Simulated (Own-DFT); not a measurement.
# Which defects push the lattice out? rock-salt HfC

Source: density functional calculations with Own-DFT, an unreviewed in-house program that is no longer used. Nothing was measured or relaxed, and spin and spin-orbit coupling are left out.

Settings: PBE; PseudoDojo norm-conserving scalar-relativistic files; cutoff 42 hartree; 4 x 4 x 4 k mesh centred on Gamma; cold (Marzari-Vanderbilt) smearing of 0.2 eV.

Keep in mind: hafnium file: forces about 75 meV/angstrom off all-electron values; forces on such cells failed a check on a denser k mesh; stress not checked against mesh or cutoff.

All runs share one cell, with vectors in Å (3.784, -5.351, 6.554); (-3.784, 5.351, 6.554); (-7.568, -5.351, 0.000) and a volume of 796.2 Å³. Atoms were moved at random from their sites; u is the rms move along one axis. The defect's site can differ from row to row.

| cell | formula | u (Å) | P (GPa) |
|---|---|---|---|
| no defect | C32Hf32 | 0.0188 | 3.13 |
| no defect | C32Hf32 | 0.0189 | 3.15 |
| no defect | C32Hf32 | 0.0476 | 4.62 |
| one Hf vacancy | C32Hf31 | 0.0467 | 3.58 |
| one Hf vacancy | C32Hf31 | 0.0503 | 3.89 |
| one Hf vacancy | C32Hf31 | 0.0512 | 3.66 |
| one Hf vacancy | C32Hf31 | 0.0524 | ? |
| one C vacancy | C31Hf32 | 0.0276 | 2.78 |
| one C vacancy | C31Hf32 | 0.0308 | 3.05 |
| one C vacancy | C31Hf32 | 0.0518 | 4.52 |

## Worked fit

P = P0 + c u² + a shift for each defect gives P0 = 2.82 GPa, c = 818 ± 56 GPa/Å² and a scatter of 0.12 GPa. The shifts, and each times the cell's volume:

- one C vacancy: -0.57 ± 0.10 GPa, -2.8 eV
- one Hf vacancy: -1.11 ± 0.13 GPa, -5.5 eV

A positive shift means that the defect pushes the cell outwards. Shift times volume (160.2 GPa Å³ is 1 eV) depends little on the cell's size, so, taken for each site, it can be compared between cells at like pressure. The atoms around the defects weren't relaxed, which would change these numbers.

## Check

Q: what pressure belongs in the blank (one Hf vacancy, u = 0.0524 Å)?

The fit gives 3.95 ± 0.14 GPa. DFT gave 3.99 GPa.
